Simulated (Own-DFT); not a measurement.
# How strain changes the stress of C40 NbSi2, 36 atoms (Nb12Si24)

These are calculations, not measurements. The program, named Own-DFT, is a retired in-house plane-wave density functional code that no person has reviewed. Each row is one single-point run on a periodic cell that was not relaxed, without spin or spin-orbit coupling.

Settings of every run: PBE; PseudoDojo norm-conserving scalar-relativistic files; cutoff 42 hartree; 4 x 4 x 5 k mesh centred on Gamma; cold (Marzari-Vanderbilt) smearing of 0.2 eV.

Known limits: forces on such cells failed a check on a denser k mesh; stress not checked against mesh or cutoff.

Unstrained cell vectors in Å: (0.000, 8.324, 0.000); (-9.613, 0.000, 0.000); (0.000, 0.000, 6.586). The unstrained cell was taken from the Materials Project. The random moves and any unrelaxed bonds add to the pressure at no strain. Each run strains this cell uniformly, with the atoms carried along. Every atom was also moved at random, by a Gaussian of width 0.05 Å on each axis. Strain is the symmetric tensor, in per cent. Stress is positive in tension, and the pressure is minus a third of its trace.

| run | e_xx (%) | e_yy (%) | e_zz (%) | e_yz (%) | e_xz (%) | e_xy (%) | s_xx (GPa) | s_yy (GPa) | s_zz (GPa) | s_yz (GPa) | s_xz (GPa) | s_xy (GPa) | P (GPa) | E (meV/atom) |
|---|---|---|---|---|---|---|---|---|---|---|---|---|---|---|
| 1 | -1.43 | 0.51 | -0.04 | 0.41 | -0.45 | -1.23 | -7.47 | -1.49 | -3.71 | 1.82 | -1.54 | -3.75 | 4.22 | 11.5 |
| 2 | 0.22 | 0.55 | 0.19 | -0.66 | -1.68 | 1.50 | -1.55 | 0.20 | -2.75 | -2.09 | -5.58 | 4.23 | 1.37 | 21.4 |
| 3 | 1.38 | -0.37 | 1.41 | 1.51 | 1.02 | 1.58 | 3.21 | -1.27 | 2.75 | 4.24 | 2.36 | 3.96 | -1.56 | 19.0 |
| 4 | 0.97 | -1.76 | -1.26 | -0.02 | -0.60 | -0.52 | -0.97 | -9.32 | -11.14 | -0.15 | -1.91 | -1.83 | 7.14 | 30.4 |
| 5 | -0.85 | -0.42 | -1.55 | -1.91 | -0.76 | -0.83 | -7.90 | -5.98 | -12.83 | -6.94 | -3.20 | -3.39 | 8.90 | 42.3 |
| 6 | -0.20 | -1.06 | -0.51 | -0.61 | -0.14 | -0.26 | -4.08 | -6.58 | -6.25 | -1.69 | -0.39 | -1.35 | 5.64 | 5.6 |
| 7 | 1.09 | 1.31 | 1.33 | -1.36 | -1.17 | -1.26 | 3.31 | 3.57 | 3.31 | -3.97 | -3.16 | -3.41 | -3.40 | 20.1 |
| 8 | 0.50 | 0.63 | -0.51 | 0.07 | 0.78 | -0.31 | -0.05 | -0.08 | -4.46 | -0.82 | 2.22 | -1.12 | 1.53 | 2.0 |
| 9 | -0.87 | 0.44 | 0.89 | -0.92 | 1.12 | 0.19 | -4.97 | -0.55 | -0.25 | -3.10 | 3.11 | 0.84 | 1.92 | 20.8 |
| 10 | -1.20 | -1.09 | -0.83 | 0.56 | -1.15 | -1.14 | -8.41 | -8.86 | -10.53 | 0.79 | -3.45 | -3.12 | 9.27 | 42.9 |
| 11 | 1.47 | 0.17 | 0.05 | -0.29 | 0.31 | 1.25 | 3.28 | -0.34 | -1.75 | -0.79 | 0.65 | 3.31 | -0.40 | 0.0 |
| 12 | -0.80 | 0.86 | -1.92 | 1.02 | -0.67 | 0.06 | -6.42 | -1.03 | -12.46 | 3.37 | -2.76 | -0.17 | 6.64 | 19.6 |
| 13 | 0.02 | 1.35 | -1.55 | -1.94 | -1.30 | 0.98 | -3.41 | 2.03 | -11.36 | -6.74 | -3.94 | 2.85 | 4.25 | 42.3 |
| 14 | 0.97 | -0.72 | -0.24 | 0.99 | 1.43 | -1.91 | -0.06 | -4.44 | -5.85 | 2.32 | 4.19 | -5.55 | 3.45 | 38.0 |
| 15 | -1.95 | 1.57 | 0.58 | 0.22 | 1.76 | 0.72 | -8.14 | 2.33 | -2.27 | -0.08 | 6.47 | 2.12 | 2.69 | 29.9 |
| 16 | -0.22 | 1.13 | -1.12 | -0.96 | -0.67 | 1.05 | ? | ? | ? | ? | ? | ? | ? | ? |

E is the free energy for each atom above the lowest run shown.

## Worked fit

Each stress component was fitted by least squares to a constant and the strains of the runs shown, as fractions, with shears doubled. Shear strains stay in the fit of a normal stress only where such slopes are resolved. The slopes, in GPa:

```
stress,at no strain,per e_xx,per e_yy,per e_zz,scatter
s_xx,-2.6,370 ± 10,63 ± 12,84 ± 11,0.40
s_yy,-2.4,85 ± 11,384 ± 12,68 ± 12,0.42
s_zz,-4.1,72 ± 24,79 ± 27,467 ± 26,0.93
```

Each shear stress against twice its own strain: yz 162 ± 9, xz 156 ± 8, xy 140 ± 5 GPa. These are stiffnesses along x, y and z of the frame in which the cell vectors are given, which need not be the crystal's axes. The atoms are held to the strained lattice; where symmetry lets them move under strain, relaxing them would lower some slopes. The table should be nearly symmetric about its diagonal, and what it lacks of that shows the noise. A ninth of its sum, 186 ± 6 GPa, estimates the bulk modulus near the mean pressure of these runs, 3.4 GPa, so it lies above the value at zero pressure.

## Withheld run

Question: what normal stresses and pressure should run 16 give?

The fit gives s_xx = -3.7, s_yy = 1.0, s_zz = -8.6 and P = 3.8 GPa. The calculation gave -3.42, 0.94, -9.17 and P = 3.88 GPa.
